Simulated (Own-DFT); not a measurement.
# Point defects and the pressure they add: D0_22 TiAl3

Calculated, not measured: single-point runs of Own-DFT, a retired in-house plane-wave DFT program that no person has reviewed, on unrelaxed cells, without spin or spin-orbit coupling.

Method: PBE; PseudoDojo norm-conserving scalar-relativistic files; cutoff 42 hartree; 4 x 4 x 4 k mesh centred on Gamma; cold (Marzari-Vanderbilt) smearing of 0.2 eV.

Known weak points: forces on such cells failed a check on a denser k mesh; stress not checked against mesh or cutoff.

All runs share one cell, with vectors in Å (-2.365, -6.981, 4.326); (-7.667, 3.491, 1.442); (-2.950, -3.488, -7.241) and a volume of 625.4 Å³. The atoms are randomly displaced, by u rms on each axis. The defect's site can differ from row to row.

| cell | formula | u (Å) | P (GPa) |
|---|---|---|---|
| no defect | Al30Ti10 | 0.0213 | 2.01 |
| no defect | Al30Ti10 | 0.0214 | 2.02 |
| no defect | Al30Ti10 | 0.0491 | 2.69 |
| two Al vacancies | Al28Ti10 | 0.0274 | 1.23 |
| two Al vacancies | Al28Ti10 | 0.0533 | 1.72 |
| two Al vacancies | Al28Ti10 | 0.0540 | 1.90 |
| two Al on a Ti site each | Al32Ti8 | 0.0286 | ? |
| two Al on a Ti site each | Al32Ti8 | 0.0313 | 2.92 |
| two Al on a Ti site each | Al32Ti8 | 0.0513 | 3.39 |
| two Al on a Ti site each | Al32Ti8 | 0.0532 | 3.52 |
| two Ti on an Al site each | Al28Ti12 | 0.0289 | 3.36 |
| two Ti on an Al site each | Al28Ti12 | 0.0494 | 3.70 |
| two Ti on an Al site each | Al28Ti12 | 0.0497 | 3.78 |

## What the rows give

P = P0 + c u² + a shift for each defect gives P0 = 1.92 GPa, c = 294 ± 21 GPa/Å² and a scatter of 0.06 GPa. The shifts, and each times the cell's volume:

- two Ti on an Al site each: 1.14 ± 0.05 GPa, 4.4 eV (2.2 eV for each of its 2 sites)
- two Al on a Ti site each: 0.73 ± 0.06 GPa, 2.8 eV (1.4 eV for each of its 2 sites)
- two Al vacancies: -0.94 ± 0.06 GPa, -3.7 eV (-1.8 eV for each of its 2 sites)

A positive shift means that the defect pushes the cell outwards. Shift times volume (160.2 GPa Å³ is 1 eV) depends little on the cell's size, so, taken for each site, it can be compared between cells at like pressure. The atoms around the defects weren't relaxed, which would change these numbers.

## Check

Question: what pressure belongs in the blank (two Al on a Ti site each, u = 0.0286 Å)?

From the fit: 2.88 ± 0.08 GPa. DFT gave 2.86 GPa.
